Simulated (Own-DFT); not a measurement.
# How HSE06 shifts the pressure of monoclinic HfO2, 94 atoms (Hf32O62), with two O vacancies

These are calculations. Each geometry was run twice at fixed positions with Own-DFT, a retired in-house plane-wave program that no person has reviewed: with PBE, and with HSE06 (exact exchange share 0.25 at short range, screening 0.11 per bohr, Gygi-Baldereschi treatment of its divergence). Both used PseudoDojo norm-conserving files made for PBE, a cutoff of 48 hartree, the Gamma point alone, fixed occupations, a neutral cell and no spin. One k point on a cell 10.1 Å thick isn't converged, and results move with the size of the cell. The hafnium file keeps the 4f electrons in the core, and its forces lie about 75 meV/Å off all-electron values. The oxygen file's force components were 24 meV/Å off all-electron values in a glass.

Unstrained cell vectors in Å: (10.234, 0.000, 0.000); (0.000, 10.350, 0.000); (-1.696, 0.000, 10.445), volume V0 = 1106.4 Å³, from measured lattice constants. Each geometry has its own random strain of a few per cent, its own defect sites and random moves of rms u per axis. HSE06 gave the energy alone. D is its energy less that of PBE, over the lowest D shown. The PBE stress wasn't checked against mesh or cutoff.

| run | V - V0 (Å³) | u (Å) | P with PBE (GPa) | D (eV) |
|---|---|---|---|---|
| 1 | -24.7 | 0.0313 | 10.40 | 0.318 |
| 2 | -31.1 | 0.0515 | 13.11 | 0.399 |
| 3 | -37.0 | 0.0295 | 12.97 | 0.000 |
| 4 | -31.2 | 0.0464 | 13.13 | 0.360 |
| 5 | -12.3 | 0.0313 | 7.57 | 0.621 |
| 6 | -23.9 | 0.0474 | 10.74 | 0.511 |
| 7 | -14.3 | 0.0518 | 9.66 | 0.765 |
| 8 | 8.6 | 0.0503 | 4.67 | 1.345 |
| 9 | 25.6 | 0.0485 | -0.24 | 1.830 |
| 10 | -37.4 | 0.0287 | 12.47 | 0.043 |
| 11 | 0.8 | 0.0529 | 5.61 | 1.094 |
| 12 | 11.8 | 0.0306 | 1.02 | 1.249 |
| 13 | -0.7 | 0.0293 | 4.29 | 0.831 |
| 14 | -22.5 | 0.0492 | 10.30 | ? |

## Fit

D = 0.82 + 0.0247 (V - V0) + 124 u² eV, with an error of 0.0008 on the volume slope, 19 on the last term and a scatter of 0.05 eV. Pressure is -dE/dV, and 1 eV/Å³ is 160.2 GPa, so HSE06 changes the pressure by -4.0 ± 0.1 GPa. With the ions held to the strained lattice, the PBE pressure falls by 258 ± 7 GPa per unit of volume strain; the shape of the strain isn't fitted, so the true error is larger, and a relaxed crystal would be softer. On that slope HSE06's volume at a given pressure is about 1.5 % smaller, or 0.5 % in lengths. At u = 0 and V0 the PBE pressure is 3.3 GPa, which puts the zero-pressure volume, against the measured cell and with the defects in, at +1.3 % for PBE and -0.3 % for HSE06, each good to a few tenths of a per cent.

## Test on the hidden row

The question: what D should run 14 give?

The fitted form gives 0.56 eV, with rows scattering by 0.05. The run itself gave 0.621 eV.
